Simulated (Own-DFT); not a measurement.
# An alloy series: diamond-structure SiGe

These are calculations, not measurements. The program, named Own-DFT, is a retired in-house plane-wave density functional code that no person has reviewed. Each row is one single-point run on a periodic cell that was not relaxed, without spin or spin-orbit coupling.

Settings of every run: PBE; PseudoDojo norm-conserving scalar-relativistic files; cutoff 42 hartree; 5 x 5 x 5 k mesh centred on Gamma; Fermi-Dirac smearing of 0.1 eV.

Known limits, some of them of some rows only: forces on such cells failed a check on a denser k mesh; forces on such cells moved up to 12 meV/angstrom on a denser k mesh; forces on such cells passed a denser k mesh, each cell not checked; stress not checked against mesh or cutoff.

Each cell has 16 atoms, with Ge and Si placed at random on their shared sites; x is the share of Ge. Lattice constants follow the straight line between measured values of the end members, and atoms start on the ideal sites of that lattice. Every atom was also moved at random, by a Gaussian of width 0.03 Å on each axis. u is the rms move along one axis. dE is the free energy for each Ge or Si site above the straight-line part, a + b x, of the fit below.

| x | cell | u (Å) | volume (Å³/atom) | P (GPa) | dE (meV/site) |
|---|---|---|---|---|---|
| 0.125 | Ge2Si14 | 0.0307 | 20.340 | 2.32 | 16.4 |
| 0.125 | Ge2Si14 | 0.0326 | 20.340 | 2.24 | 8.7 |
| 0.125 | Ge2Si14 | 0.0253 | 20.340 | 2.16 | 4.9 |
| 0.125 | Ge2Si14 | 0.0325 | 20.340 | 2.26 | 11.7 |
| 0.250 | Ge4Si12 | 0.0354 | 20.659 | ? | ? |
| 0.500 | Ge8Si8 | 0.0307 | 21.306 | 2.90 | 30.0 |
| 0.500 | Ge8Si8 | 0.0306 | 21.306 | 2.78 | 22.0 |
| 0.500 | Ge8Si8 | 0.0236 | 21.306 | 2.64 | 14.4 |
| 0.500 | Ge8Si8 | 0.0253 | 21.306 | 2.73 | 18.4 |
| 0.750 | Ge12Si4 | 0.0286 | 21.966 | 3.20 | 7.4 |
| 0.750 | Ge12Si4 | 0.0300 | 21.966 | 3.45 | 24.5 |
| 0.750 | Ge12Si4 | 0.0347 | 21.966 | 3.39 | 22.8 |
| 0.750 | Ge12Si4 | 0.0268 | 21.966 | 3.27 | 10.8 |
| 0.875 | Ge14Si2 | 0.0304 | 22.302 | 3.66 | 12.7 |
| 0.875 | Ge14Si2 | 0.0382 | 22.302 | 3.75 | 15.7 |
| 0.875 | Ge14Si2 | 0.0327 | 22.302 | 3.69 | 12.2 |
| 0.875 | Ge14Si2 | 0.0335 | 22.302 | 3.78 | 20.4 |

## Worked fit

Fit E = a + b x + W x (1 - x) + k (u² - 0.03²) to the rows shown. It gives W = 92 ± 25 meV/site and k = 19 ± 7 eV/Å², with a scatter of 5.0 meV/site. Part of W is bond strain that relaxing the atoms would remove. The pressures follow P = 2.18 + 0.32 x + 1.63 x² GPa, with a scatter of 0.09.

## Withheld member

Question: what pressure and dE should the cell at x = 0.250 give?

The fits give 2.4 GPa and 24 meV/site. The calculation gave 2.46 GPa and 23.4 meV/site.
